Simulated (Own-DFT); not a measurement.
# A layer strained by its substrate: diamond-structure GeSn with randomly placed atoms, 64 atoms (Ge60Sn4)

Source: density functional calculations with Own-DFT, an unreviewed in-house program that is no longer used. Nothing was measured or relaxed, and spin and spin-orbit coupling are left out.

Settings: PBE; PseudoDojo norm-conserving scalar-relativistic files; cutoff 49 hartree; 3 x 3 x 3 k mesh centred on Gamma; Fermi-Dirac smearing of 0.1 eV.

Limits: forces on such cells moved up to 12 meV/angstrom on a denser k mesh; stress not checked against mesh or cutoff.

Unstrained cell vectors in Å: (11.420, 0.000, 0.000); (0.000, 11.420, 0.000); (0.000, 0.000, 11.420). The unstrained cell has measured lattice constants (interpolated for alloys), not those of this functional. That, the random moves and any unrelaxed bonds set the pressure at no strain. Each run strains x and y alike by e, as a substrate would, and holds the height along z. Each atom got a random Gaussian move of width 0.05 Å along each axis. The random placing of the alloy's atoms differs from row to row. Stress is positive in tension.

| e (%) | u (Å) | (s_xx + s_yy)/2 (GPa) | s_zz (GPa) |
|---|---|---|---|
| -3.00 | 0.050 | -10.87 | -8.79 |
| -2.75 | 0.043 | -10.24 | -8.39 |
| -1.75 | 0.046 | -8.26 | -6.97 |
| -1.25 | 0.053 | ? | ? |
| -0.75 | 0.051 | -6.31 | -5.95 |
| -0.50 | 0.054 | -5.96 | -5.74 |
| 0.25 | 0.048 | -4.31 | -4.57 |
| 1.00 | 0.049 | -3.03 | -3.61 |
| 1.75 | 0.047 | -2.00 | -3.07 |
| 2.25 | 0.047 | -1.51 | -2.63 |

## Working it out

With e as a fraction, the in-plane stress is -4.9 + 175 e - 825 e² GPa (errors 3 and 179, scatter 0.14), and s_zz is -4.9 + 116 e - 400 e² GPa (slope ± 3, scatter 0.15). At e = 0 the first slope is C11 + C12 and the second 2 C12, both with the ions held to the strained lattice and at the cell's own pressure. The term in e² is negative: the layer stiffens under compression and softens under tension. A free layer would change its height as e changes, and the in-plane slope would drop by 2 C12²/C11 to the biaxial modulus. At fixed height, a misfit of 1 % moves the in-plane stress by about 1.8 GPa and s_zz by 1.2 GPa.

## The run left out

Q: what are the two stresses at e = -1.25 %?

Estimate: -7.2 and -6.5 GPa. The hidden result is -7.45 and -6.58 GPa.
